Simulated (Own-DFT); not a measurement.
# Computed records: InGa₃As₄ (zincblende random alloy, strained, atoms displaced), Al₃GaAs₄ (zincblende random alloy, atoms displaced)

Computed with Own-DFT development build. A calculation, not a measurement: plane-wave PBE density functional theory by an unreviewed code, no spin, of a simulated periodic cell, stress positive in tension, free energy of the whole cell less one offset for each atom, forces on such cells passed a denser k mesh, this cell's mesh not checked; offsets are fitted by least squares, one for each functional and potential file, so energies compare only between cells with the same atoms and settings and are not formation energies; the far tail of each file's local potential was reset to the Coulomb form; each entry is a single point on an unrelaxed cell, so the pressure reflects the starting lattice, mostly measured values, from which strain is counted, and rises with the displacements; printed positions are rounded, which can move forces by about a meV/angstrom; the program is a retired in-house code; no spin-orbit coupling; before rounding, a Quantum ESPRESSO 7.3.1 run of the same cell and cutoff gave forces within 1 meV/angstrom rms on each cell, which checks the program and not the settings.

Common to all runs: functional PBE; potential files PseudoDojo norm-conserving, scalar-relativistic, standard set; wave cutoff 42 hartree; occupations Fermi-Dirac; smearing width 0.1 eV; k mesh 3 x 3 x 3 centred on Gamma.

```json
{"entry": 1, "formula": "InGa3As4", "kind": "zincblende random alloy, strained, atoms displaced", "structure": {"cell_angstrom": [[11.3066, 0.0, 0.0], [0.0, 11.3066, 0.0], [0.0, 0.0, 11.6914]], "atoms_fractional": [["Ga", 0.98936, 0.99921, 0.9937], ["Ga", 0.00134, 0.24437, 0.24668], ["Ga", 0.24804, 0.9976, 0.25535], ["Ga", 0.24345, 0.24571, 0.00427], ["As", 0.11784, 0.1229, 0.12679], ["As", 0.12651, 0.37422, 0.37606], ["As", 0.37558, 0.12333, 0.3731], ["As", 0.3703, 0.37042, 0.12414], ["In", 0.99405, 0.99513, 0.49713], ["Ga", 0.99562, 0.25411, 0.75405], ["In", 0.25439, 0.00125, 0.74899], ["Ga", 0.25463, 0.25074, 0.49651], ["As", 0.12548, 0.11731, 0.6293], ["As", 0.1218, 0.37446, 0.87509], ["As", 0.37294, 0.12242, 0.87212], ["As", 0.37531, 0.37514, 0.62862], ["Ga", 0.00066, 0.49304, 0.99736], ["Ga", 0.00189, 0.74755, 0.25166], ["In", 0.24954, 0.50325, 0.24965], ["Ga", 0.24767, 0.74587, 0.99739], ["As", 0.12724, 0.62352, 0.12754], ["As", 0.11653, 0.87591, 0.37765], ["As", 0.37749, 0.63052, 0.38301], ["As", 0.3815, 0.8794, 0.12777], ["Ga", 0.99833, 0.49879, 0.49788], ["Ga", 0.00303, 0.74992, 0.74365], ["Ga", 0.25008, 0.49693, 0.74598], ["Ga", 0.25601, 0.76038, 0.49892], ["As", 0.12454, 0.63119, 0.62866], ["As", 0.12232, 0.87562, 0.87203], ["As", 0.3775, 0.62901, 0.87495], ["As", 0.37245, 0.86992, 0.6284], ["Ga", 0.49156, 0.00433, 0.0021], ["In", 0.49298, 0.24799, 0.24784], ["In", 0.74926, 0.00132, 0.24844], ["Ga", 0.75721, 0.24744, 0.9912], ["As", 0.62309, 0.1282, 0.12178], ["As", 0.62745, 0.38355, 0.37849], ["As", 0.87915, 0.12459, 0.37117], ["As", 0.87265, 0.37904, 0.12486], ["Ga", 0.4957, 0.00501, 0.50317], ["Ga", 0.50013, 0.25163, 0.74683], ["Ga", 0.75239, 0.0023, 0.75515], ["Ga", 0.74342, 0.24852, 0.49874], ["As", 0.61657, 0.12438, 0.62158], ["As", 0.62966, 0.37908, 0.87523], ["As", 0.88748, 0.1277, 0.87699], ["As", 0.8719, 0.37263, 0.62336], ["In", 0.50281, 0.49486, 0.99463], ["Ga", 0.50116, 0.75566, 0.2586], ["Ga", 0.74348, 0.50455, 0.25094], ["Ga", 0.74926, 0.75342, 0.00183], ["As", 0.62104, 0.63091, 0.12128], ["As", 0.63428, 0.87771, 0.37436], ["As", 0.87388, 0.61905, 0.37321], ["As", 0.88374, 0.8759, 0.12862], ["Ga", 0.49898, 0.50358, 0.50299], ["In", 0.49606, 0.74904, 0.74681], ["In", 0.74648, 0.50183, 0.74886], ["Ga", 0.74215, 0.74567, 0.49506], ["As", 0.63211, 0.62179, 0.62807], ["As", 0.62571, 0.87165, 0.87762], ["As", 0.8724, 0.62496, 0.87376], ["As", 0.86824, 0.87469, 0.62768]]}, "results": {"free_energy_of_cell_above_offsets [eV]": "-21.073", "pressure [GPa]": 6.3, "stress_xx [GPa]": -6.75, "stress_yy [GPa]": -6.89, "stress_zz [GPa]": -5.24, "stress_yz [GPa]": 0.71, "stress_xz [GPa]": 0.08, "stress_xy [GPa]": 0.78, "force_element": ["Ga", "Ga", "Ga", "Ga", "As", "As", "As", "As", "In", "Ga", "In", "Ga", "As", "As", "As", "As", "Ga", "Ga", "In", "Ga", "As", "As", "As", "As", "Ga", "Ga", "Ga", "Ga", "As", "As", "As", "As", "Ga", "In", "In", "Ga", "As", "As", "As", "As", "Ga", "Ga", "Ga", "Ga", "As", "As", "As", "As", "In", "Ga", "Ga", "Ga", "As", "As", "As", "As", "Ga", "In", "In", "Ga", "As", "As", "As", "As"], "force_x [eV/angstrom]": [1.421, -0.346, -0.22, 0.076, 0.555, -0.865, -1.116, -0.713, -0.269, 0.775, -0.568, -0.558, -0.766, 0.732, 1.198, 0.021, -0.356, 0.005, 0.803, 0.017, -1.454, 2.081, 0.38, -1.1, 0.34, -0.882, -0.288, -1.025, 0.558, -0.571, -2.067, 0.337, 0.97, 1.36, 0.416, -0.434, 0.424, -0.37, -0.754, -0.038, -0.073, 0.145, -0.359, 0.57, 0.99, 0.011, -1.539, 0.724, -0.949, 0.208, 0.183, 0.684, 0.525, -2.062, 0.037, -0.119, 0.307, 1.466, 1.526, 0.837, -1.651, 0.205, 1.352, -0.726], "force_y [eV/angstrom]": [-0.776, 1.086, -0.078, -0.038, -0.769, -0.821, -1.013, 0.108, 0.824, -0.05, -0.749, -0.322, 2.567, -0.129, 1.856, -0.006, 0.937, -0.307, -0.247, 0.65, 1.097, -1.502, 0.33, -0.628, -0.029, 0.303, 0.609, -0.62, -0.805, -0.746, -0.998, 1.101, -0.09, 0.766, 0.507, 0.361, -0.057, -0.279, 2.001, -0.513, -1.111, 0.003, 0.029, -0.052, 0.143, -3.035, 0.0, -0.755, 0.437, -0.158, 0.077, -0.123, 0.457, -0.744, 0.656, -0.926, -0.058, -0.194, -0.748, -0.027, 1.159, 1.454, 1.012, -1.03], "force_z [eV/angstrom]": [0.89, 0.29, -0.518, -0.439, -0.46, 0.567, 1.302, -1.279, 1.421, -1.095, 0.277, 0.655, -1.022, -0.143, 1.52, -0.697, 0.292, -0.078, 0.818, 0.385, -1.61, -1.409, -0.008, 0.169, 0.488, 0.903, 0.638, -0.082, -1.189, 1.02, 0.183, -2.346, -0.39, 0.48, -0.898, 0.851, -1.772, 0.153, 0.275, 0.209, -0.436, 0.744, -0.023, -0.185, 0.719, -0.503, -0.794, -0.657, 1.107, -0.401, -0.688, 0.135, 1.33, 1.518, 0.074, -1.031, 0.338, 0.133, 0.354, 0.474, -2.601, 0.586, 1.065, 0.394]}}
{"entry": 2, "formula": "Al3GaAs4", "kind": "zincblende random alloy, atoms displaced", "structure": {"cell_angstrom": [[11.3183, 0.0, 0.0], [0.0, 11.3183, 0.0], [0.0, 0.0, 11.3183]], "atoms_fractional": [["Al", 0.99943, 0.99981, 0.99618], ["Al", 0.00159, 0.24863, 0.24976], ["Al", 0.25246, 0.99799, 0.25732], ["Al", 0.25208, 0.25231, 0.99822], ["As", 0.12569, 0.12451, 0.12816], ["As", 0.12651, 0.37494, 0.3811], ["As", 0.37689, 0.12497, 0.37693], ["As", 0.37224, 0.37309, 0.12811], ["Ga", 0.00416, 0.00067, 0.504], ["Al", 0.99693, 0.24816, 0.75149], ["Al", 0.25029, 0.00099, 0.74802], ["Ga", 0.24795, 0.25169, 0.50406], ["As", 0.12396, 0.12532, 0.62614], ["As", 0.12484, 0.37543, 0.8757], ["As", 0.37567, 0.1209, 0.8727], ["As", 0.37721, 0.37651, 0.62428], ["Al", 0.99564, 0.49881, 0.99776], ["Al", 0.00076, 0.74729, 0.24956], ["Al", 0.24659, 0.50248, 0.24755], ["Al", 0.25317, 0.75282, 0.99556], ["As", 0.12178, 0.62627, 0.1197], ["As", 0.12398, 0.86994, 0.37947], ["As", 0.37776, 0.62463, 0.37689], ["As", 0.37622, 0.87988, 0.12437], ["Ga", 0.99757, 0.50173, 0.50493], ["Ga", 0.99528, 0.75038, 0.74946], ["Al", 0.25506, 0.50057, 0.75123], ["Al", 0.24936, 0.74897, 0.50473], ["As", 0.12636, 0.62437, 0.62259], ["As", 0.12163, 0.87468, 0.87003], ["As", 0.37572, 0.62463, 0.87557], ["As", 0.37337, 0.87419, 0.62368], ["Al", 0.49855, 0.00128, 0.00071], ["Al", 0.50033, 0.25443, 0.24888], ["Al", 0.75075, 0.00152, 0.25241], ["Al", 0.75071, 0.2505, 0.99863], ["As", 0.6281, 0.1231, 0.12775], ["As", 0.62583, 0.37413, 0.37823], ["As", 0.87177, 0.12573, 0.37491], ["As", 0.87505, 0.37487, 0.12215], ["Al", 0.49873, 0.99949, 0.49795], ["Al", 0.49995, 0.25366, 0.74806], ["Al", 0.74892, 0.99764, 0.74783], ["Ga", 0.74433, 0.25084, 0.49647], ["As", 0.62696, 0.1317, 0.62383], ["As", 0.62252, 0.3761, 0.87339], ["As", 0.87249, 0.12511, 0.87922], ["As", 0.87753, 0.37644, 0.63088], ["Al", 0.5, 0.5013, 0.00512], ["Al", 0.49754, 0.75165, 0.24889], ["Al", 0.75181, 0.49926, 0.25467], ["Al", 0.75498, 0.7487, 0.00218], ["As", 0.62513, 0.62832, 0.12566], ["As", 0.63001, 0.87771, 0.3697], ["As", 0.87885, 0.628, 0.37495], ["As", 0.88032, 0.87837, 0.12201], ["Al", 0.49685, 0.4984, 0.50348], ["Ga", 0.49624, 0.75009, 0.75147], ["Ga", 0.74733, 0.49941, 0.75141], ["Ga", 0.74947, 0.75047, 0.50154], ["As", 0.62236, 0.62614, 0.62677], ["As", 0.62542, 0.87655, 0.86978], ["As", 0.87555, 0.62349, 0.87336], ["As", 0.87151, 0.87809, 0.62158]]}, "results": {"free_energy_of_cell_above_offsets [eV]": "-20.277", "pressure [GPa]": 2.92, "stress_xx [GPa]": -2.91, "stress_yy [GPa]": -2.95, "stress_zz [GPa]": -2.91, "stress_yz [GPa]": 0.28, "stress_xz [GPa]": 0.05, "stress_xy [GPa]": -0.22, "force_element": ["Al", "Al", "Al", "Al", "As", "As", "As", "As", "Ga", "Al", "Al", "Ga", "As", "As", "As", "As", "Al", "Al", "Al", "Al", "As", "As", "As", "As", "Ga", "Ga", "Al", "Al", "As", "As", "As", "As", "Al", "Al", "Al", "Al", "As", "As", "As", "As", "Al", "Al", "Al", "Ga", "As", "As", "As", "As", "Al", "Al", "Al", "Al", "As", "As", "As", "As", "Al", "Ga", "Ga", "Ga", "As", "As", "As", "As"], "force_x [eV/angstrom]": [0.525, -0.121, -0.445, -0.253, 0.315, -0.417, -0.141, 0.146, -0.485, 0.276, -0.163, 0.327, 0.119, 0.089, 0.007, -0.451, 0.39, 0.114, 0.001, -0.41, 0.361, 0.156, -0.428, -0.364, 0.167, 0.192, -0.64, 0.204, -0.073, 0.409, 0.103, 0.194, 0.652, 0.202, 0.521, -0.472, -0.405, -0.517, 0.626, -0.092, 0.584, -0.04, 0.002, 1.061, -0.465, -0.055, 0.03, -0.659, 0.019, 0.256, -0.056, -0.306, 0.209, -0.755, -0.472, -0.429, 0.607, 0.268, 0.096, -0.175, 0.063, -0.09, -0.298, 0.383], "force_y [eV/angstrom]": [0.289, 0.247, 0.098, -0.554, -0.254, 0.27, 0.45, 0.449, 0.014, -0.011, -0.268, -0.285, 0.222, -0.001, 0.682, -0.226, 0.029, 0.502, 0.023, 0.12, -0.021, 0.245, 0.092, -0.434, -0.19, -0.091, -0.064, -0.125, -0.016, 0.145, -0.092, 0.236, 0.016, -0.594, -0.127, 0.084, 0.45, 0.659, 0.057, 0.001, 0.012, -0.455, 0.731, 0.077, -0.87, -0.059, -0.242, -0.253, -0.172, 0.083, 0.163, 0.376, -0.294, -0.466, -0.369, -0.29, 0.33, 0.164, 0.189, -0.092, -0.136, -0.326, 0.084, -0.211], "force_z [eV/angstrom]": [0.27, 0.249, -0.271, 0.088, -0.378, -0.661, -0.065, -0.279, -0.597, 0.289, 0.021, -0.203, 0.312, -0.254, 0.05, 0.346, 0.014, -0.256, 0.409, 0.277, 0.008, -0.314, -0.237, 0.099, -0.294, -0.49, -0.154, -0.511, 0.823, 0.203, 0.281, 0.096, -0.202, 0.217, -0.553, 0.215, -0.34, -0.44, 0.218, 0.517, 0.25, 0.18, 0.005, 0.513, 0.241, 0.588, -0.67, -0.6, -0.164, 0.154, -0.354, -0.361, 0.255, 0.567, 0.232, 0.571, -0.422, -0.129, -0.166, -0.32, -0.161, 0.848, 0.124, 0.313]}}
{"entry": 3, "formula": "InGa3As4", "kind": "zincblende random alloy, strained, atoms displaced", "structure": {"cell_angstrom": [[11.3066, 0.0, 0.0], [0.0, 11.3066, 0.0], [0.0, 0.0, 11.7318]], "atoms_fractional": [["In", 0.995, 0.99321, 0.00655], ["Ga", 0.00486, 0.24958, 0.24556], ["Ga", 0.25826, 0.0, 0.24797], ["In", 0.24746, 0.25374, 0.00176], ["As", 0.12525, 0.12607, 0.12606], ["As", 0.11935, 0.37332, 0.37093], ["As", 0.37392, 0.12762, 0.38456], ["As", 0.3717, 0.3736, 0.12648], ["Ga", 0.00095, 0.00642, 0.50558], ["In", 0.99778, 0.24496, 0.7417], ["Ga", 0.25502, 0.00389, 0.74535], ["Ga", 0.25186, 0.24715, 0.49949], ["As", 0.13112, 0.12572, 0.62729], ["As", 0.12558, 0.36687, 0.87123], ["As", 0.37475, 0.11798, 0.87223], ["As", 0.37254, 0.37542, 0.62662], ["Ga", 0.99799, 0.49858, 0.99626], ["Ga", 0.00323, 0.74606, 0.25208], ["Ga", 0.25932, 0.50574, 0.24837], ["Ga", 0.24331, 0.75129, 0.99174], ["As", 0.12832, 0.62985, 0.12828], ["As", 0.13016, 0.87235, 0.37884], ["As", 0.3718, 0.62781, 0.36574], ["As", 0.36928, 0.87047, 0.12642], ["Ga", 0.00227, 0.49475, 0.50899], ["Ga", 0.00319, 0.75773, 0.75138], ["Ga", 0.24861, 0.49272, 0.75064], ["In", 0.25159, 0.74485, 0.50063], ["As", 0.1167, 0.63173, 0.62426], ["As", 0.1256, 0.86976, 0.8756], ["As", 0.37436, 0.62284, 0.87374], ["As", 0.37074, 0.87243, 0.6254], ["Ga", 0.49238, 0.99958, 0.003], ["Ga", 0.49921, 0.24477, 0.24891], ["In", 0.74932, 0.99872, 0.25052], ["Ga", 0.7465, 0.24593, 0.99952], ["As", 0.63124, 0.13068, 0.11908], ["As", 0.62402, 0.37842, 0.37283], ["As", 0.88372, 0.12566, 0.37216], ["As", 0.87624, 0.3798, 0.12485], ["Ga", 0.49636, 0.99922, 0.50231], ["In", 0.49828, 0.24009, 0.75191], ["Ga", 0.74406, 0.99499, 0.7457], ["Ga", 0.75529, 0.25371, 0.50179], ["As", 0.6194, 0.11721, 0.62188], ["As", 0.62904, 0.3737, 0.87554], ["As", 0.87582, 0.12828, 0.88096], ["As", 0.86879, 0.36726, 0.6225], ["Ga", 0.50402, 0.49515, 0.99622], ["Ga", 0.50118, 0.74703, 0.25398], ["Ga", 0.7413, 0.49856, 0.25662], ["In", 0.7487, 0.7552, 0.00072], ["As", 0.62806, 0.62237, 0.12784], ["As", 0.62563, 0.8782, 0.38169], ["As", 0.87663, 0.62228, 0.36794], ["As", 0.87068, 0.87628, 0.12331], ["Ga", 0.50452, 0.50272, 0.50154], ["Ga", 0.49873, 0.75327, 0.75019], ["Ga", 0.7522, 0.50328, 0.75], ["In", 0.7526, 0.74547, 0.49399], ["As", 0.62243, 0.62345, 0.6199], ["As", 0.63192, 0.88137, 0.88018], ["As", 0.87007, 0.62661, 0.8794], ["As", 0.87016, 0.86902, 0.62758]]}, "results": {"free_energy_of_cell_above_offsets [eV]": "-21.228", "pressure [GPa]": 6.01, "stress_xx [GPa]": -6.58, "stress_yy [GPa]": -6.6, "stress_zz [GPa]": -4.85, "stress_yz [GPa]": -0.04, "stress_xz [GPa]": 0.16, "stress_xy [GPa]": -0.09, "force_element": ["In", "Ga", "Ga", "In", "As", "As", "As", "As", "Ga", "In", "Ga", "Ga", "As", "As", "As", "As", "Ga", "Ga", "Ga", "Ga", "As", "As", "As", "As", "Ga", "Ga", "Ga", "In", "As", "As", "As", "As", "Ga", "Ga", "In", "Ga", "As", "As", "As", "As", "Ga", "In", "Ga", "Ga", "As", "As", "As", "As", "Ga", "Ga", "Ga", "In", "As", "As", "As", "As", "Ga", "Ga", "Ga", "In", "As", "As", "As", "As"], "force_x [eV/angstrom]": [1.155, -0.564, -0.76, 0.497, 0.218, 1.062, 0.518, 1.625, 0.091, -0.258, -0.487, -0.655, 0.763, -0.785, -0.77, -0.129, 0.515, -0.121, -1.217, 0.771, -0.153, -1.379, 1.578, 0.667, -0.425, -0.81, -0.361, -0.005, -0.187, 0.495, 0.079, 1.242, 0.538, 0.065, -0.155, 1.013, -1.884, -0.419, 0.067, -0.525, -0.194, 0.513, 0.658, -1.058, 1.566, 0.397, -1.48, -0.225, -0.294, 0.412, 1.081, -0.306, -1.199, -2.027, 0.936, 0.956, -1.012, 0.384, -0.269, 0.139, -0.284, -2.313, 1.526, 1.184], "force_y [eV/angstrom]": [0.902, 0.283, 0.269, -0.952, -0.734, 0.47, -0.602, 0.97, -0.847, 0.092, -0.833, 1.067, -1.029, 2.19, -0.98, 0.416, 0.173, 0.747, -0.803, -0.771, -0.623, 1.557, -0.983, -0.142, 0.133, -0.732, 0.825, -0.249, -1.64, 0.96, -0.004, 0.923, -0.162, 0.348, 0.58, 1.25, -0.364, -1.055, 0.829, -0.572, -0.402, 1.209, 0.65, -1.129, 0.035, 0.401, -0.642, 2.101, 0.33, 0.507, 0.231, -1.051, -0.467, -0.021, -1.226, -1.708, -0.422, -0.065, -0.199, -0.248, -0.156, 0.701, -0.737, 1.401], "force_z [eV/angstrom]": [-1.001, -0.078, 0.619, -0.359, 1.37, 0.536, -1.187, 0.773, -0.24, 0.956, 0.465, 0.079, -1.27, -0.266, 1.214, -1.054, 0.2, -0.1, -0.219, 0.809, -0.81, -1.222, 0.684, -0.381, -0.867, 0.151, -0.114, -0.092, 1.354, -1.146, 0.039, 0.816, 0.152, 0.105, 0.297, -0.21, 0.234, 0.732, 0.97, 0.174, -0.125, -0.303, 0.332, -1.201, -0.822, 0.08, -0.794, 0.034, 0.542, -0.507, -0.842, 0.48, 0.369, -0.56, -0.105, 2.284, -0.596, 0.323, -0.111, 0.193, 1.62, -1.406, -1.55, 0.552]}}
```
